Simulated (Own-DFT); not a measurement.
# Response to strain: wurtzite GaN, 96 atoms (Ga48N48)

All numbers below are calculated, not measured. They come from Own-DFT, an in-house plane-wave density functional program, since retired, whose code no person has reviewed. Each row is one single-point run on a periodic cell that was not relaxed, without spin or spin-orbit coupling.

Settings of every run: PBE; PseudoDojo norm-conserving scalar-relativistic files (stringent for Ga); cutoff 96 hartree; 3 x 4 x 3 k mesh centred on Gamma; Gaussian smearing of 0.01 eV.

Known limits: forces on such cells passed a denser k mesh, each cell not checked; stress not checked against mesh or cutoff.

Unstrained cell vectors in Å: (12.756, 0.000, 0.000); (-4.784, 8.285, 0.000); (0.000, 0.000, 10.370). The unstrained cell has measured lattice constants (interpolated for alloys), not those of this functional. That, the random moves and any unrelaxed bonds set the pressure at no strain. Each run strains this cell uniformly, with the atoms carried along. Every atom was also moved at random, by a Gaussian of width 0.05 Å on each axis. Strain is the symmetric tensor, in per cent. Stress is positive in tension, and the pressure is minus a third of its trace.

| run | e_xx (%) | e_yy (%) | e_zz (%) | s_xx (GPa) | s_yy (GPa) | s_zz (GPa) | P (GPa) | E (meV/atom) |
|---|---|---|---|---|---|---|---|---|
| 1 | 0.00 | 0.00 | 2.25 | -4.70 | -5.74 | 2.06 | 2.79 | 0.0 |
| 2 | 0.00 | 0.00 | 0.25 | -8.69 | -5.47 | -5.61 | 6.59 | 7.2 |
| 3 | 0.00 | 0.00 | 2.00 | -6.88 | -6.08 | 1.43 | 3.84 | 20.4 |
| 4 | 0.00 | 0.00 | 1.00 | -6.29 | -4.79 | -4.09 | 5.06 | 5.6 |
| 5 | 0.00 | 0.00 | 0.50 | -7.95 | -6.15 | -3.84 | 5.98 | 8.0 |
| 6 | 0.00 | 0.00 | -0.75 | -6.47 | -7.80 | -11.68 | 8.65 | 18.9 |
| 7 | 0.00 | 0.00 | -1.00 | -7.29 | -7.34 | -11.19 | 8.61 | 5.4 |
| 8 | 0.00 | 0.00 | 2.50 | -4.82 | -6.56 | 2.35 | 3.01 | 20.2 |
| 9 | 0.00 | 0.00 | 1.25 | ? | ? | ? | ? | ? |

E is the free energy for each atom above the lowest run shown.

## Worked fit

The change of volume is close to e_xx + e_yy + e_zz. A straight line through the runs shown gives P = 7.02 - 172 x (fractional change of volume) GPa, with an error of 8 on the slope and a scatter of 0.29 GPa. The strain isn't the same on all axes and the cell isn't cubic, so the slope belongs to this path and is not the bulk modulus.

## Withheld run

Question: what pressure should run 9 give? Its volume changes by 1.25 %.

The line gives 4.9 GPa. The calculation gave 4.94 GPa.
